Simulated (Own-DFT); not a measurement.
# Computed records: Si3N4 (beta silicon nitride, atoms displaced)

All values are calculated (Own-DFT development build). A calculation, not a measurement: plane-wave PBE density functional theory by an unreviewed code, no spin, of a simulated periodic cell, stress positive in tension, free energy of the whole cell less one offset for each atom, some atoms lie very close together; forces on such cells moved up to 12 meV/angstrom on a denser k mesh; offsets are fitted by least squares, one for each functional and potential file, so energies compare only between cells with the same atoms and settings and are not formation energies; the far tail of each file's local potential was reset to the Coulomb form; each entry is a single point on an unrelaxed cell, so the pressure reflects the starting lattice, mostly measured values (interpolated for alloys), from which strain is counted, and rises with the displacements; printed positions are rounded, which can move forces by about a meV/angstrom; the program, named Own-DFT, is a retired in-house code; no spin-orbit coupling; before rounding, a Quantum ESPRESSO 7.3.1 run of the same cell and cutoff gave forces within 1 meV/angstrom rms on each cell, which checks the program and not the settings.

Common to all runs: functional PBE; potential files PseudoDojo norm-conserving, scalar-relativistic, standard set; wave cutoff 42 hartree; occupations Fermi-Dirac; smearing width 0.1 eV; k mesh 2 x 2 x 4 centred on Gamma.

(1) Si3N4 (beta silicon nitride, atoms displaced)

```
cell vectors (Å)
  15.2120     0.0000     0.0000
  -7.6060    13.1740     0.0000
   0.0000     0.0000     5.8180
atoms (fractions of the cell vectors)
Si  0.07367  0.37367  0.10935
Si  0.11529  0.20614  0.11626
Si  0.28809  0.41195  0.15870
Si  0.41308  0.11792  0.37546
Si  0.38831  0.30092  0.38716
Si  0.19376  0.08322  0.35036
N   0.16357  0.01688  0.15315
N   0.48448  0.15482  0.13824
N   0.33951  0.32742  0.10945
N   0.33627  0.50128  0.38563
N   0.01266  0.34843  0.37049
N   0.15401  0.15330  0.36815
N   0.16167  0.32737  0.14538
N   0.34294  0.17122  0.36081
Si  0.09918  0.38037  0.63402
Si  0.11199  0.20534  0.63723
Si  0.30000  0.40589  0.59849
Si  0.40293  0.10937  0.86856
Si  0.37760  0.30910  0.87355
Si  0.20133  0.09073  0.87714
N   0.16428  0.00857  0.63572
N   0.49194  0.16475  0.61396
N   0.35155  0.33169  0.61451
N   0.32946  0.47724  0.86255
N   0.01204  0.35100  0.88137
N   0.14749  0.16012  0.88059
N   0.17045  0.32059  0.63838
N   0.34906  0.16862  0.87810
Si  0.09725  0.89652  0.10966
Si  0.10934  0.69656  0.11267
Si  0.30024  0.91261  0.13044
Si  0.42465  0.62418  0.39086
Si  0.37772  0.79384  0.35765
Si  0.19249  0.58545  0.37095
N   0.16438  0.50875  0.13233
N   0.48508  0.64814  0.13279
N   0.36619  0.85539  0.12757
N   0.33190  0.97926  0.39388
N   0.02077  0.85591  0.37616
N   0.14411  0.66296  0.38025
N   0.17391  0.83200  0.12480
N   0.32731  0.64878  0.37748
Si  0.07814  0.88329  0.62260
Si  0.11945  0.70636  0.64606
Si  0.30529  0.91657  0.62013
Si  0.40760  0.60971  0.89608
Si  0.38297  0.80196  0.90784
Si  0.19867  0.57814  0.86965
N   0.15506  0.50313  0.62387
N   0.49131  0.65649  0.64462
N   0.35574  0.84501  0.61894
N   0.33320  0.98598  0.86975
N   0.02629  0.85011  0.86153
N   0.15399  0.67112  0.86798
N   0.15332  0.83318  0.63888
N   0.33080  0.66271  0.84221
Si  0.58873  0.38121  0.11887
Si  0.61680  0.20071  0.13491
Si  0.79555  0.41353  0.12049
Si  0.91107  0.11008  0.37913
Si  0.89162  0.30707  0.38343
Si  0.69163  0.07837  0.37480
N   0.66895  0.01365  0.15663
N   0.96647  0.13329  0.09538
N   0.84347  0.32695  0.14153
N   0.83005  0.48564  0.36217
N   0.52550  0.34860  0.35394
N   0.64350  0.15087  0.36760
N   0.66273  0.32886  0.12800
N   0.82602  0.16143  0.37329
Si  0.59044  0.37965  0.60443
Si  0.62025  0.19675  0.61729
Si  0.79824  0.41770  0.64543
Si  0.92879  0.11470  0.88068
Si  0.87920  0.29540  0.86428
Si  0.70457  0.09645  0.84433
N   0.65664  0.01212  0.65065
N   0.99798  0.15333  0.61213
N   0.83673  0.31999  0.59465
N   0.82195  0.48607  0.89985
N   0.51869  0.34763  0.83762
N   0.65879  0.16753  0.88866
N   0.66911  0.32686  0.62654
N   0.83167  0.16804  0.87319
Si  0.58585  0.87854  0.12121
Si  0.61823  0.69541  0.12446
Si  0.78633  0.90701  0.12956
Si  0.90620  0.61632  0.37432
Si  0.87488  0.79592  0.35810
Si  0.70958  0.58640  0.40229
N   0.65506  0.50551  0.10899
N   0.98010  0.64473  0.13331
N   0.85570  0.83962  0.15041
N   0.83531  0.99469  0.38759
N   0.51091  0.83312  0.37776
N   0.64629  0.66850  0.36043
N   0.68288  0.83639  0.11129
N   0.83814  0.67012  0.37396
Si  0.58044  0.87680  0.61320
Si  0.60872  0.69677  0.60602
Si  0.79666  0.92670  0.62762
Si  0.91589  0.61703  0.89503
Si  0.87895  0.79849  0.84515
Si  0.70750  0.59633  0.87339
N   0.65798  0.51791  0.63108
N   0.97243  0.64335  0.63579
N   0.84870  0.83972  0.61571
N   0.83263  0.97590  0.89426
N   0.53722  0.84840  0.86311
N   0.64473  0.66300  0.88264
N   0.65849  0.83028  0.61641
N   0.81950  0.66659  0.85591
```

- free energy of cell above offsets: 27.058 eV
- pressure: 16.35 GPa
- stress xx: -14.98 GPa
- stress yy: -13.76 GPa
- stress zz: -20.31 GPa
- stress yz: -1.11 GPa
- stress xz: -0.71 GPa
- stress xy: 2.16 GPa

Force:
```tsv
element	x (eV/Å)	y (eV/Å)	z (eV/Å)
Si	2.846	2.965	6.184
Si	1.518	-5.58	2.51
Si	2.07	1.704	-4.728
Si	1.885	-0.488	0.909
Si	4.921	-3.695	-6.124
Si	10.36	1.777	13.29
N	1.136	-4.384	-13.02
N	1.698	-1.4	-3.125
N	-2.671	2.601	6.79
N	0.641	-7.833	-0.359
N	4.175	1.009	1.466
N	-12.64	9.901	0.725
N	-2.288	2.196	-0.161
N	-4.992	-0.241	0.696
Si	-4.149	-2.469	-1.453
Si	10	-6.656	-1.9
Si	-1.57	3.674	3.639
Si	9.997	1.602	0.284
Si	9.73	-4.033	-1.523
Si	5.351	-2.407	-1.329
N	-0.552	4.169	-0.502
N	0.174	-2.735	1.744
N	-2.841	1.702	0.227
N	-0.16	-0.045	1.775
N	-0.465	-1.143	-5.508
N	-2.813	2.392	-0.57
N	-0.923	8.859	-0.717
N	-13.88	4.832	-0.035
Si	-0.264	-6.114	2.207
Si	0.073	3.132	2.807
Si	-3.933	3.264	-0.053
Si	-0.906	1.511	0.157
Si	2.646	-1.596	4.845
Si	3.174	-1.696	0.905
N	-0.953	-0.237	-2.057
N	0.434	0.318	-0.067
N	1.622	-1.697	1.467
N	-0.132	4.356	-6.225
N	-2.89	-1.75	-3.997
N	-0.085	0.197	-0.508
N	-1.846	-0.707	-0.097
N	-3.716	4.998	-0.999
Si	3.539	2.293	-3.562
Si	-5.395	2.638	-5.532
Si	-5.568	-2.143	4.292
Si	0.82	0.269	-2.384
Si	4.073	-2.328	-8.392
Si	0.382	1.022	0.67
N	0.082	3.833	-0.084
N	-4.624	-3.354	0.024
N	3.72	-3.655	1.335
N	0.565	-2.924	1.628
N	-6.64	-2.645	6.332
N	3.467	-3.555	3.485
N	6.456	-1.724	-0.626
N	-1.018	1.593	2.43
Si	-0.314	-0.816	-5.373
Si	-1.927	-0.275	-1.192
Si	-0.58	-4.5	3.863
Si	-3.176	6.446	-1.585
Si	0.414	-6.392	-4.545
Si	4.516	2.031	4.556
N	-0.524	-5.73	-7.197
N	12.28	7.912	24.18
N	-0.688	2.457	-4.032
N	0.177	0.459	3.193
N	-5.224	-1.121	3.167
N	-2.965	2.754	1.433
N	2.811	0.332	-0.134
N	2.546	1.963	0.769
Si	0.452	0.343	1.177
Si	-2.208	0.69	1.331
Si	-0.6	-1.959	-3.52
Si	-13.1	-6.436	-22.01
Si	-0.912	-1.576	1.192
Si	4.642	-2.378	5.594
N	-0.255	-2.572	-5.269
N	-7.995	-4.056	0.465
N	-3.104	4.088	8.242
N	1.518	2.155	-4.06
N	-3.24	-0.063	4.082
N	-4.81	2.472	-1.241
N	0.44	2.33	-0.097
N	3.247	-0.607	-0.798
Si	3.571	2.768	1.771
Si	-3.995	4.098	-3.231
Si	13.54	10.73	3.01
Si	3.3	-1.621	2.217
Si	6.797	-0.638	8.395
Si	-2.277	-0.487	-5.514
N	1.079	5.818	1.623
N	1.742	1.142	0.567
N	-4.592	3.204	-10.98
N	-0.011	-6.637	-1.103
N	-2.372	-0.451	-3.129
N	5.01	-3.205	5.166
N	-15.7	-13.12	0.045
N	-3.615	0.289	-0.325
Si	2.494	3.315	-1.38
Si	3.775	4.095	3.412
Si	-0.719	-5.018	0.914
Si	-4.316	-0.711	-3.702
Si	2.096	0.614	4.541
Si	-7.429	-8.639	2.183
N	0.961	-1.378	0.352
N	2.833	0.58	-0.32
N	-1.138	0.542	-1.357
N	0.781	4.418	-3.195
N	-7.959	-3.629	5.217
N	0.872	-0.397	-4.224
N	4.258	0.805	-0.956
N	9.949	5.984	0.641
```

(2) Si3N4 (beta silicon nitride, atoms displaced)

```
cell vectors (Å)
  15.2120     0.0000     0.0000
  -7.6060    13.1740     0.0000
   0.0000     0.0000     5.8180
atoms (fractions of the cell vectors)
Si  0.08200  0.38875  0.15139
Si  0.10791  0.19554  0.12030
Si  0.29092  0.40297  0.12241
Si  0.41914  0.12128  0.37607
Si  0.38136  0.29813  0.32891
Si  0.19646  0.08530  0.39237
N   0.17313  0.02510  0.15205
N   0.48000  0.14100  0.13970
N   0.34952  0.34990  0.14692
N   0.33626  0.48596  0.37628
N   0.01138  0.35109  0.36776
N   0.14559  0.15543  0.36721
N   0.16641  0.33127  0.15031
N   0.33322  0.15931  0.36678
Si  0.09018  0.39989  0.62884
Si  0.11956  0.21281  0.61394
Si  0.29129  0.41558  0.64316
Si  0.41667  0.12050  0.88716
Si  0.38305  0.29510  0.88673
Si  0.21309  0.09837  0.89948
N   0.17497  0.01791  0.62444
N   0.48710  0.15563  0.63041
N   0.33901  0.32680  0.62040
N   0.33002  0.48386  0.88730
N   0.01070  0.36106  0.87886
N   0.13793  0.16211  0.88721
N   0.16372  0.34167  0.62336
N   0.32948  0.16959  0.82628
Si  0.08412  0.88456  0.11547
Si  0.11783  0.70274  0.12814
Si  0.28880  0.92252  0.12071
Si  0.40347  0.60619  0.37233
Si  0.38650  0.80133  0.37054
Si  0.21048  0.59946  0.35600
N   0.17308  0.52415  0.14342
N   0.47242  0.65061  0.11667
N   0.34090  0.82205  0.15878
N   0.33397  0.98337  0.41219
N   0.01681  0.84814  0.42858
N   0.15874  0.66788  0.36542
N   0.15971  0.83018  0.13493
N   0.32942  0.65619  0.36573
Si  0.08107  0.88093  0.64153
Si  0.10908  0.69255  0.62102
Si  0.30437  0.91298  0.65675
Si  0.42479  0.62560  0.91177
Si  0.39935  0.80925  0.85498
Si  0.20150  0.59177  0.88340
N   0.16131  0.50658  0.61789
N   0.49119  0.64489  0.60663
N   0.35388  0.84979  0.60545
N   0.33618  0.97468  0.89780
N   0.02873  0.85025  0.87276
N   0.14486  0.66133  0.86922
N   0.16778  0.84204  0.63182
N   0.33466  0.67939  0.87338
Si  0.56693  0.36390  0.11114
Si  0.62055  0.21288  0.12049
Si  0.79904  0.42056  0.13334
Si  0.90980  0.10007  0.33692
Si  0.88966  0.30729  0.35385
Si  0.70309  0.09535  0.35620
N   0.66244  0.01931  0.09871
N   0.98086  0.14863  0.11048
N   0.84555  0.32420  0.12626
N   0.83893  0.47799  0.39672
N   0.51975  0.33990  0.37590
N   0.65071  0.16660  0.37496
N   0.67383  0.33460  0.14862
N   0.83246  0.16539  0.34337
Si  0.59085  0.38212  0.61195
Si  0.61975  0.20112  0.63486
Si  0.80040  0.41810  0.63608
Si  0.91424  0.11129  0.89496
Si  0.88095  0.30070  0.84754
Si  0.70386  0.08741  0.88922
N   0.66600  0.01420  0.63194
N   0.97261  0.15043  0.62757
N   0.84228  0.33504  0.60596
N   0.82424  0.47379  0.88737
N   0.52249  0.36463  0.86934
N   0.66192  0.16999  0.87986
N   0.67058  0.33746  0.59089
N   0.83894  0.17072  0.88365
Si  0.58469  0.88874  0.11134
Si  0.60999  0.70476  0.13204
Si  0.79588  0.90225  0.12484
Si  0.91086  0.60385  0.35359
Si  0.88171  0.79041  0.38527
Si  0.70980  0.58310  0.37300
N   0.66954  0.52443  0.10614
N   0.97967  0.64882  0.10703
N   0.84373  0.83431  0.14077
N   0.83016  0.98006  0.39849
N   0.51555  0.85261  0.33823
N   0.66138  0.67388  0.38381
N   0.67647  0.83471  0.13785
N   0.83134  0.67096  0.35755
Si  0.58535  0.88708  0.61848
Si  0.62024  0.70748  0.63400
Si  0.78549  0.89034  0.62265
Si  0.89278  0.60548  0.86487
Si  0.88709  0.79255  0.88063
Si  0.70364  0.58123  0.85425
N   0.66707  0.51407  0.60937
N   0.97657  0.64208  0.61741
N   0.84885  0.83540  0.58506
N   0.83122  0.98037  0.87848
N   0.52438  0.86226  0.89385
N   0.65199  0.66334  0.89166
N   0.67224  0.83314  0.67147
N   0.83206  0.67029  0.83931
```

* free energy of cell above offsets: 28.306 eV
* pressure: 16.5 GPa
* stress xx: -15.71 GPa
* stress yy: -13.09 GPa
* stress zz: -20.69 GPa
* stress yz: 0.88 GPa
* stress xz: -2.37 GPa
* stress xy: -0.79 GPa

Force:
```tsv
element	x (eV/Å)	y (eV/Å)	z (eV/Å)
Si	3.777	1.369	-6.542
Si	-0.485	2.777	3.312
Si	-9.551	8.709	0.782
Si	-2.701	-4.501	4.517
Si	3.666	-4.561	10.9
Si	3.794	0.784	1.715
N	0.046	-4.796	-5.502
N	3.435	3.192	-4.278
N	8.827	-4.969	-5.61
N	-0.31	-4.853	0.168
N	0.477	0.872	5.008
N	-4.173	3.622	0.801
N	-3.038	-1.633	-0.803
N	-2.258	4.041	-1.43
Si	-3.055	-14.89	1.323
Si	-2.647	-2.522	1.156
Si	1.942	0.291	-2.839
Si	-1.022	-2.069	-2.402
Si	-1.786	2.778	-4.185
Si	-5.464	-4.36	-2.141
N	-1.357	-1.145	4.925
N	1.144	0.188	1.986
N	0.681	0.728	0.679
N	0.524	1.887	0.56
N	1.89	1.172	0.043
N	4.136	-0.789	-4.272
N	0.284	-1.722	0.408
N	5.335	1.296	2.336
Si	2.492	2.084	6.938
Si	-1.279	0.7	-1.84
Si	1.098	-6.493	12.03
Si	2.201	2.844	2.165
Si	2.272	-2.709	3.233
Si	0.636	-4.501	4.766
N	-1.035	-4.105	-4.807
N	12.45	6.844	20.79
N	-4.62	3.763	-9.465
N	0.032	3.16	-4.127
N	-5.833	-2.848	-11.58
N	-5.168	1.9	1.862
N	0.339	0.998	-0.287
N	2.109	6.314	1.556
Si	9.418	6.739	-2.12
Si	-1.244	3.925	-0.295
Si	-9.054	1.701	-3.911
Si	-12.32	-7.965	-25.29
Si	-4.936	-1.9	3.245
Si	3.11	-1.481	-1.713
N	1.68	17.65	0.145
N	-2.528	0.316	2.438
N	9.804	-6.134	2.013
N	1.404	8.579	-4.462
N	-8.956	-3.976	5.602
N	-0.873	0.288	0.884
N	2.873	-3.756	0.478
N	2.102	-1.945	-0.691
Si	7.089	4.832	4.437
Si	2.393	-4.155	1.243
Si	2.131	-5.972	3.253
Si	-3.921	2.489	7.994
Si	-0.053	-5.685	3.887
Si	3.577	-2.594	1.669
N	-0.653	-4.388	8.13
N	4.46	2.109	4.732
N	-5.054	4.43	-5.307
N	-0.606	3.408	-4.608
N	-4.488	-0.786	-1.797
N	-2.721	0.951	-0.19
N	-4.362	1.498	-1.909
N	0.572	0.762	0.798
Si	0.034	0.853	0.768
Si	-0.082	1.341	-1.644
Si	-0.944	-5.142	-0.459
Si	-5.153	-2.205	-9.907
Si	1.622	-2.455	3.031
Si	4.159	3.609	-7.63
N	-1.089	1.313	-2.073
N	3.987	1.097	-2.293
N	1.735	-0.284	0.621
N	-0.198	4.926	-1.774
N	-3.704	-2.709	-3.711
N	-4.113	2.067	0.013
N	0.581	-1.59	2.707
N	-1.557	-0.899	-0.852
Si	8.658	3.525	5.638
Si	3.457	-0.937	1.09
Si	-2.707	8.532	0.104
Si	-1.253	4.037	2.146
Si	2.498	2.939	-3.802
Si	-4.181	2.513	-3.792
N	1.045	-4.235	2.787
N	0.273	-0.921	0.055
N	9.644	-5.002	-2.247
N	0.092	-2.628	-3.09
N	-0.343	-0.798	6.655
N	-1.088	-1.138	-0.641
N	-8.088	-2.638	0.071
N	4.641	-5.255	-0.33
Si	2.696	0.736	-0.426
Si	1.123	-3.038	-0.274
Si	2.494	10.96	0.358
Si	5.265	2.101	-0.265
Si	-2.313	4.27	-0.332
Si	-3.631	2.879	1.936
N	0.458	-1.849	0.742
N	0.313	-0.697	-0.038
N	2.056	-1.323	7.997
N	0.95	-1.143	0.658
N	-4.159	-3.218	-10.3
N	-1.217	0.304	-1.681
N	-8.845	-3.143	-0.654
N	0.24	-2.552	0.339
```
